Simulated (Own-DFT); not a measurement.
GaN (wurtzite, atoms displaced) (calculated)

Computed with Own-DFT development build. A calculation, not a measurement: plane-wave PBE density functional theory by an unreviewed code, no spin, of a simulated periodic cell, stress positive in tension, free energy of the whole cell less one offset for each atom, some atoms lie very close together; forces on such cells passed a denser k mesh, this cell's mesh not checked; offsets are fitted by least squares, one for each functional and potential file, so energies compare only between cells with the same atoms and settings and are not formation energies; the far tail of each file's local potential was reset to the Coulomb form; each entry is a single point on an unrelaxed cell, so the pressure reflects the starting lattice, mostly measured values (interpolated for alloys), from which strain is counted, and rises with the displacements; printed positions are rounded, which can move forces by about a meV/angstrom; the program, named Own-DFT, is a retired in-house code; no spin-orbit coupling; before rounding, a Quantum ESPRESSO 7.3.1 run of the same cell and cutoff gave forces within 1 meV/angstrom rms on each cell, which checks the program and not the settings.

Settings shared by all entries: functional PBE; potential files PseudoDojo norm-conserving, scalar-relativistic, standard set; wave cutoff 42 hartree; occupations Fermi-Dirac; smearing width 0.1 eV; k mesh 3 x 4 x 3 centred on Gamma.

(1) GaN (wurtzite, atoms displaced)

```
GaN
1.0
     12.7560     0.0000     0.0000
     -4.7835     8.2853     0.0000
      0.0000     0.0000    10.3700
Ga N Ga N Ga N Ga N Ga N Ga N Ga N Ga N Ga N Ga N Ga N Ga N Ga N Ga N Ga N Ga N Ga N Ga N Ga N Ga N Ga N Ga N Ga N Ga N
2 2 2 2 2 2 2 2 2 2 2 2 2 2 2 2 2 2 2 2 2 2 2 2 2 2 2 2 2 2 2 2 2 2 2 2 2 2 2 2 2 2 2 2 2 2 2 2
Direct
  0.09514 0.22978 0.01257
  0.18151 0.12125 0.28573
  0.07666 0.22054 0.21049
  0.15662 0.11866 0.43620
  0.08785 0.24312 0.51649
  0.18062 0.12071 0.73331
  0.11391 0.26423 0.67977
  0.17203 0.10715 0.91875
  0.06481 0.52890 0.98957
  0.15819 0.44870 0.27077
  0.09835 0.59950 0.16288
  0.15128 0.43943 0.43270
  0.08307 0.57625 0.51909
  0.13794 0.44614 0.75512
  0.07810 0.57409 0.67392
  0.16832 0.45928 0.91945
  0.07921 0.88132 0.01125
  0.15382 0.78350 0.24774
  0.07907 0.87158 0.18699
  0.16811 0.77840 0.45399
  0.06862 0.89876 0.51041
  0.16586 0.76905 0.75566
  0.08540 0.89058 0.69411
  0.18014 0.78887 0.93469
  0.31061 0.18696 0.01367
  0.40721 0.10239 0.25357
  0.33565 0.23942 0.17395
  0.43086 0.11477 0.45457
  0.32917 0.22181 0.51862
  0.39958 0.13126 0.72355
  0.34349 0.22534 0.67120
  0.42187 0.12421 0.96132
  0.32253 0.55860 0.98174
  0.42351 0.45343 0.26511
  0.31710 0.53084 0.18117
  0.40739 0.44102 0.43773
  0.31409 0.54679 0.51723
  0.40758 0.45223 0.76095
  0.33138 0.54948 0.67564
  0.40350 0.45208 0.93836
  0.35608 0.91944 0.03156
  0.44130 0.79860 0.24867
  0.34060 0.91409 0.17841
  0.41762 0.76455 0.44623
  0.35294 0.90971 0.51087
  0.41986 0.80754 0.74775
  0.34365 0.89961 0.68993
  0.43296 0.77600 0.92634
  0.58248 0.23330 0.98920
  0.63493 0.07874 0.24676
  0.57714 0.21384 0.22467
  0.68345 0.10847 0.42754
  0.56438 0.20336 0.49393
  0.66540 0.11560 0.75647
  0.58119 0.24026 0.71430
  0.66550 0.11351 0.92734
  0.56781 0.54792 0.01204
  0.65336 0.43157 0.23651
  0.58299 0.57380 0.17574
  0.68741 0.45728 0.43699
  0.56575 0.53405 0.49796
  0.67774 0.43786 0.75311
  0.59018 0.59590 0.68131
  0.66846 0.45041 0.94489
  0.58340 0.90793 0.99466
  0.66752 0.77403 0.27104
  0.59378 0.89182 0.19898
  0.66335 0.76064 0.42787
  0.57855 0.86512 0.51951
  0.66664 0.77709 0.75103
  0.58740 0.89274 0.67748
  0.68292 0.78494 0.94962
  0.85207 0.23176 0.00435
  0.90421 0.09493 0.26629
  0.84012 0.18691 0.19846
  0.91483 0.11637 0.42731
  0.80785 0.20295 0.49683
  0.91321 0.10855 0.76098
  0.83439 0.20775 0.70554
  0.91130 0.11749 0.92212
  0.83450 0.56336 0.98281
  0.88989 0.40865 0.26453
  0.80614 0.53535 0.16815
  0.89413 0.39733 0.43238
  0.83799 0.59024 0.48800
  0.93607 0.45398 0.75311
  0.80427 0.51176 0.67288
  0.93595 0.44482 0.95052
  0.82317 0.86576 0.99070
  0.89509 0.75801 0.25623
  0.81995 0.89366 0.19647
  0.94313 0.80847 0.43443
  0.83789 0.87433 0.48365
  0.90341 0.76931 0.76898
  0.82427 0.90035 0.66775
  0.90859 0.76149 0.91095
```

* free energy of cell above offsets: 82.634 eV
* pressure: 24.88 GPa
* stress xx: -20.41 GPa
* stress yy: -17.52 GPa
* stress zz: -36.71 GPa
* stress yz: -1.83 GPa
* stress xz: -4.9 GPa
* stress xy: -4.16 GPa

Force:
```
element  x (eV/Å)  y (eV/Å)  z (eV/Å)
     Ga    -0.626    -0.658      0.03
     Ga    -0.413     0.674    -12.29
      N     1.547    -0.227    -2.277
      N     0.686    -0.158     10.78
     Ga    -2.584     -2.33    -5.092
     Ga    -2.942    -0.754      1.78
      N      0.17    -3.791      3.32
      N    -2.309    -0.528     1.512
     Ga     15.92     12.06     7.238
     Ga     0.051     0.989    -7.491
      N     0.718    -5.059     1.694
      N     0.139     2.222     6.335
     Ga     0.108    -2.753    -11.23
     Ga     3.296      0.96    -2.637
      N     1.246    -0.937     8.306
      N    -0.585    -1.814     3.224
     Ga     1.413     0.125    -3.108
     Ga     5.379    -1.789     3.628
      N    -6.144     4.044    -0.107
      N    -0.293     3.153    -2.065
     Ga      9.38     3.829      4.29
     Ga      0.05     3.958     0.703
      N    -0.864     0.145    -0.529
      N    -0.716    -0.433      0.85
     Ga     0.816     2.062    -3.616
     Ga    -0.557     3.922     1.121
      N     0.559    -0.904     6.959
      N    -13.14     -4.65    -5.032
     Ga    -1.568     0.735    -12.08
     Ga     15.94    -8.786     8.791
      N    -11.53      8.39     4.492
      N    -1.083    -0.265    -2.555
     Ga     0.717     1.345     3.062
     Ga    -1.874     0.218    -4.287
      N     0.519     2.334     0.521
      N    -0.305    -1.536     1.918
     Ga    -0.085      0.49    -6.952
     Ga     1.585     1.674    -1.334
      N    -1.125     1.582     6.985
      N     2.574    -1.969      0.16
     Ga     0.454    -2.596    -15.65
     Ga     -4.56    -5.027     1.487
      N    -0.566    -4.167     13.88
      N     -0.87      1.43    -1.144
     Ga    -0.929        -5    -1.442
     Ga     4.492    -3.158     1.216
      N    -4.419     1.914    -0.408
      N    -2.223     0.645     0.964
     Ga     1.595    -0.423     0.537
     Ga     3.077     6.597     2.787
      N    -1.317    -0.226    -2.546
      N    -11.82     -7.72    -3.434
     Ga     14.81     8.911     3.856
     Ga     0.182    -0.036    -3.314
      N    -1.287    -5.949    -3.066
      N     0.112     1.683     4.234
     Ga    -0.152     0.684    -5.263
     Ga    -0.765      1.73     1.881
      N     0.296    -1.714     5.596
      N    -4.799    -2.354    -1.603
     Ga     2.629     2.093     1.241
     Ga    -6.861     1.764     3.745
      N    -0.521    -8.406    -1.661
      N    -0.818     0.252     -0.97
     Ga     2.908    -1.734     0.985
     Ga    -0.584     0.197    -8.206
      N     1.226     -3.85    -4.207
      N     0.063    -0.421     8.228
     Ga     0.914     0.236      -7.5
     Ga     0.166      4.75     2.567
      N    -1.086     1.804     7.485
      N    -8.904    -3.869    -3.594
     Ga    -2.211    -2.395     1.997
     Ga      6.46    -1.378    -1.975
      N    -9.046     6.195    -5.944
      N     1.253    -0.955     7.956
     Ga     9.884     3.326     7.184
     Ga     1.819    -1.511     -5.99
      N    -2.308     3.324    -2.488
      N     3.349    -1.452     6.454
     Ga     0.829    -2.787     2.614
     Ga     0.644     0.632    -3.912
      N     3.053      1.74     1.231
      N     0.715     7.095     2.463
     Ga     2.466    -3.105     2.286
     Ga     -5.41    -3.692     0.004
      N     8.438     5.926    -2.261
      N     -17.4    -7.069    -7.153
     Ga     5.729     5.415     3.905
     Ga     0.847     0.898    -3.006
      N     3.443    -3.076    -1.927
      N    -6.405    -6.546    -4.702
     Ga    -4.144     3.402     1.719
     Ga    -1.006     1.781    -21.34
      N     2.596    -0.814     1.773
      N     1.901     1.437     19.42
```

(2) GaN (wurtzite, atoms displaced)

```
GaN
1.0
     12.7560     0.0000     0.0000
     -4.7835     8.2853     0.0000
      0.0000     0.0000    10.3700
Ga N Ga N Ga N Ga N Ga N Ga N Ga N Ga N Ga N Ga N Ga N Ga N Ga N Ga N Ga N Ga N Ga N Ga N Ga N Ga N Ga N Ga N Ga N Ga N
2 2 2 2 2 2 2 2 2 2 2 2 2 2 2 2 2 2 2 2 2 2 2 2 2 2 2 2 2 2 2 2 2 2 2 2 2 2 2 2 2 2 2 2 2 2 2 2
Direct
  0.08780 0.21323 0.01297
  0.16148 0.09338 0.24669
  0.08398 0.19759 0.19532
  0.17483 0.09928 0.44762
  0.06664 0.22774 0.49731
  0.18073 0.14994 0.74522
  0.05649 0.21730 0.68285
  0.16360 0.11939 0.93871
  0.10846 0.54425 0.97116
  0.16178 0.45491 0.24066
  0.08835 0.55823 0.20621
  0.17787 0.44656 0.42284
  0.08747 0.57118 0.52336
  0.17336 0.44711 0.75723
  0.09895 0.56989 0.66578
  0.16020 0.45120 0.93007
  0.10390 0.89304 0.99230
  0.15131 0.76469 0.25332
  0.09809 0.88533 0.19148
  0.16548 0.74511 0.43069
  0.09614 0.89592 0.50976
  0.15962 0.78675 0.76606
  0.08335 0.84695 0.67394
  0.17647 0.77899 0.93001
  0.34293 0.19800 0.99821
  0.40683 0.12887 0.24733
  0.35323 0.23870 0.16311
  0.41131 0.13468 0.44562
  0.31562 0.19870 0.49232
  0.41364 0.09837 0.75052
  0.33564 0.24254 0.68551
  0.42976 0.14403 0.95030
  0.33318 0.53420 0.00755
  0.41679 0.44288 0.24942
  0.31362 0.51323 0.17719
  0.40702 0.43985 0.45360
  0.35410 0.57906 0.50118
  0.42216 0.41449 0.75618
  0.32441 0.54255 0.69176
  0.42216 0.44213 0.94573
  0.33518 0.87606 0.99286
  0.41797 0.77673 0.25432
  0.32628 0.86623 0.20190
  0.42848 0.78713 0.42495
  0.33169 0.85885 0.50945
  0.41600 0.77047 0.73825
  0.34818 0.90254 0.70014
  0.40730 0.78016 0.94225
  0.56759 0.19104 0.00730
  0.67971 0.11965 0.24775
  0.59782 0.24381 0.20938
  0.65275 0.09347 0.43997
  0.57759 0.23556 0.50881
  0.65534 0.09164 0.73784
  0.58386 0.23527 0.67190
  0.67622 0.12341 0.93292
  0.56432 0.52303 0.02246
  0.66184 0.48008 0.25563
  0.58025 0.54225 0.17696
  0.67220 0.44350 0.41701
  0.58258 0.57421 0.49855
  0.63424 0.41325 0.76366
  0.58562 0.54997 0.68667
  0.71826 0.50751 0.92893
  0.57475 0.91615 0.99506
  0.66620 0.76711 0.24929
  0.58684 0.91119 0.15626
  0.63962 0.77053 0.45484
  0.60654 0.89577 0.48526
  0.65551 0.75481 0.74444
  0.56508 0.89087 0.66333
  0.66699 0.78946 0.93552
  0.84228 0.23486 0.98517
  0.89420 0.10621 0.27550
  0.87778 0.26220 0.21258
  0.92849 0.09765 0.43548
  0.83560 0.20976 0.48998
  0.90866 0.08550 0.74425
  0.83123 0.24902 0.70377
  0.91479 0.11733 0.93684
  0.84738 0.58995 0.00203
  0.90393 0.41811 0.26899
  0.83319 0.56131 0.18556
  0.91940 0.42247 0.43028
  0.83622 0.56432 0.52803
  0.93048 0.44858 0.74623
  0.81349 0.52246 0.66308
  0.91132 0.43954 0.93458
  0.82568 0.89046 0.98075
  0.92739 0.77168 0.23569
  0.82683 0.88103 0.18096
  0.93121 0.79715 0.43389
  0.83259 0.89569 0.52322
  0.93212 0.79709 0.76448
  0.83978 0.88746 0.69768
  0.90124 0.76206 0.93094
```

- free energy of cell above offsets: 87.595 eV
- pressure: 26.14 GPa
- stress xx: -22.83 GPa
- stress yy: -25.53 GPa
- stress zz: -30.04 GPa
- stress yz: -1.98 GPa
- stress xz: -1.15 GPa
- stress xy: 7.23 GPa

Force:
```
element  x (eV/Å)  y (eV/Å)  z (eV/Å)
     Ga    -3.567      0.36     0.787
     Ga     0.751     1.778     1.856
      N    -2.325      1.64    -0.565
      N    -7.327    -1.893    -3.485
     Ga      5.85     4.695     0.529
     Ga    -2.385    -1.706      0.56
      N     4.544     1.944     0.132
      N     3.684    -1.509    -2.059
     Ga    -23.69     13.58     10.72
     Ga     2.468    -3.463     2.513
      N    -3.628    -0.321    -4.159
      N    -0.377    -0.557     2.712
     Ga     -1.52    -4.302    -18.41
     Ga    -2.039    -0.993    -3.509
      N     1.596    -1.077     20.67
      N     21.64    -14.59    -5.396
     Ga    -2.766     0.103     1.722
     Ga     4.609    -0.949     1.096
      N    -2.934     1.227    -3.505
      N    -0.188     5.225     0.854
     Ga    -0.696    -2.373    -3.742
     Ga     5.566    -2.199    -2.855
      N    -5.756     3.315     1.471
      N     -0.32     -0.48     3.269
     Ga    -14.74     5.505     1.957
     Ga     5.126    -3.136     3.038
      N    -3.162     0.137     3.588
      N     5.531    -3.302     -2.19
     Ga     2.404     7.072     3.563
     Ga     0.006      4.72     0.075
      N     0.309    -8.037    -2.506
      N     8.944    -7.807    -8.686
     Ga     -0.73     1.804    -2.503
     Ga    -1.387    -0.498     1.796
      N       1.6      2.61     1.801
      N     2.305      0.09    -2.473
     Ga     -2.68    -2.805    -0.228
     Ga    -0.622     9.004     2.805
      N     2.588     1.586    -0.498
      N    -1.566     -1.98    -2.752
     Ga    -3.517     2.409     4.393
     Ga     0.282     0.059    -3.393
      N    -1.459     2.627    -2.485
      N     0.336    -0.174     3.037
     Ga    -1.719     2.286    -1.453
     Ga    -0.581    -1.362     2.412
      N    -1.766    -4.453    -1.924
      N     5.137    -3.048    -2.914
     Ga     5.963     4.161     3.475
     Ga    -1.772     0.432     0.177
      N    -0.829    -1.596    -2.606
      N     1.136     4.273     -1.35
     Ga     0.103     0.053     -6.84
     Ga     0.825     3.518     0.655
      N    -0.357    -3.939      5.66
      N    -2.199      0.05    -0.923
     Ga     3.894     2.713    -9.602
     Ga     8.197    -3.865    -0.206
      N    -5.648     4.185     6.193
      N    -0.692     1.125     5.749
     Ga     1.562    -7.286     1.036
     Ga     4.577     4.465     1.746
      N    -1.345    -1.014    -0.852
      N    -11.44    -7.316    -4.107
     Ga     2.495    -3.047    -5.034
     Ga    -0.654     1.649     -1.48
      N     1.019    -1.493     8.624
      N     14.14    -7.103    -6.412
     Ga    -13.64     9.289     4.143
     Ga    -0.277     2.398     3.034
      N     2.834    -0.816     1.471
      N    -2.676    -1.341    -1.355
     Ga     -0.12    -0.898     1.419
     Ga     3.949    -3.094    -5.552
      N     0.891    -17.12    -10.73
      N    -4.333    -3.128     2.537
     Ga    -2.179     1.396     2.619
     Ga    -3.457     5.587     3.594
      N     0.924    -7.173    -3.118
      N     2.342    -0.769    -0.296
     Ga     7.343    -7.026     7.298
     Ga     -5.23     18.92     1.323
      N     0.504    -1.059     0.435
      N     0.064     1.878     6.933
     Ga     1.159     4.818    -22.81
     Ga    -1.805     2.795      0.53
      N    -0.334    -3.191     22.57
      N     1.916     4.237    -0.456
     Ga     0.222     0.527     2.294
     Ga    -1.945     1.335     2.395
      N     0.191     0.687     0.858
      N    -0.934    -1.264     0.788
     Ga     2.458    -1.889    -3.819
     Ga      0.62    -2.262    -3.624
      N    -1.212    -4.138    -0.619
      N     1.912     10.57    -1.437
```
